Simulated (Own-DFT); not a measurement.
# How HSE06 shifts the pressure of corundum Al2O3, 78 atoms (Al32O46), with two O vacancies

These are calculations. Each geometry was run twice at fixed positions with Own-DFT, a retired in-house plane-wave program that no person has reviewed: with PBE, and with HSE06 (exact exchange share 0.25 at short range, screening 0.11 per bohr, Gygi-Baldereschi treatment of its divergence). Both used PseudoDojo norm-conserving files made for PBE, a cutoff of 48 hartree, the Gamma point alone, fixed occupations, a neutral cell and no spin. One k point on a cell 7.9 Å thick isn't converged, and results move with the size of the cell. The oxygen file's force components were 24 meV/Å off all-electron values in a glass.

Unstrained cell vectors in Å: (5.494, 0.000, 8.660); (-2.747, 4.758, 8.660); (-2.747, -4.758, 8.660), volume V0 = 679.1 Å³, from measured lattice constants. Each geometry has its own random strain of a few per cent, its own defect sites and random moves of rms u per axis. HSE06 gave the energy alone. D is its energy less that of PBE, over the lowest D shown. The PBE stress wasn't checked against mesh or cutoff.

| run | V - V0 (Å³) | u (Å) | P with PBE (GPa) | D (eV) |
|---|---|---|---|---|
| 1 | -1.4 | 0.0341 | 8.05 | 1.167 |
| 2 | -10.6 | 0.0297 | 10.98 | 0.714 |
| 3 | -16.3 | 0.0301 | 14.97 | 0.489 |
| 4 | -33.1 | 0.0505 | 22.59 | 0.000 |
| 5 | 27.8 | 0.0272 | -1.93 | 2.245 |
| 6 | 13.2 | 0.0473 | 3.90 | 1.745 |
| 7 | 25.8 | 0.0298 | -1.44 | 2.130 |
| 8 | 21.8 | 0.0312 | 0.00 | 2.005 |
| 9 | 15.2 | 0.0316 | 2.08 | 1.745 |
| 10 | 16.6 | 0.0465 | 2.47 | 1.962 |
| 11 | 5.6 | 0.0288 | 5.14 | 1.363 |
| 12 | 19.9 | 0.0306 | 0.82 | 1.930 |
| 13 | 7.9 | 0.0294 | 4.24 | ? |

## Working it out

D = 1.06 + 0.0394 (V - V0) + 96 u² eV, with an error of 0.0005 on the volume slope, 16 on the last term and a scatter of 0.03 eV. Pressure is -dE/dV, and 1 eV/Å³ is 160.2 GPa, so HSE06 changes the pressure by -6.3 ± 0.1 GPa. With the ions held to the strained lattice, the PBE pressure falls by 256 ± 8 GPa per unit of volume strain; the shape of the strain isn't fitted, so the true error is larger, and a relaxed crystal would be softer. On that slope HSE06's volume at a given pressure is about 2.5 % smaller, or 0.8 % in lengths. At u = 0 and V0 the PBE pressure is 7.1 GPa, which puts the zero-pressure volume, against the measured cell and with the defects in, at +2.8 % for PBE and +0.3 % for HSE06, each good to a few tenths of a per cent.

## Test on the hidden row

Asked: what D should run 13 give?

From the fit: 1.45 eV, with rows scattering by 0.03. The run itself gave 1.469 eV.
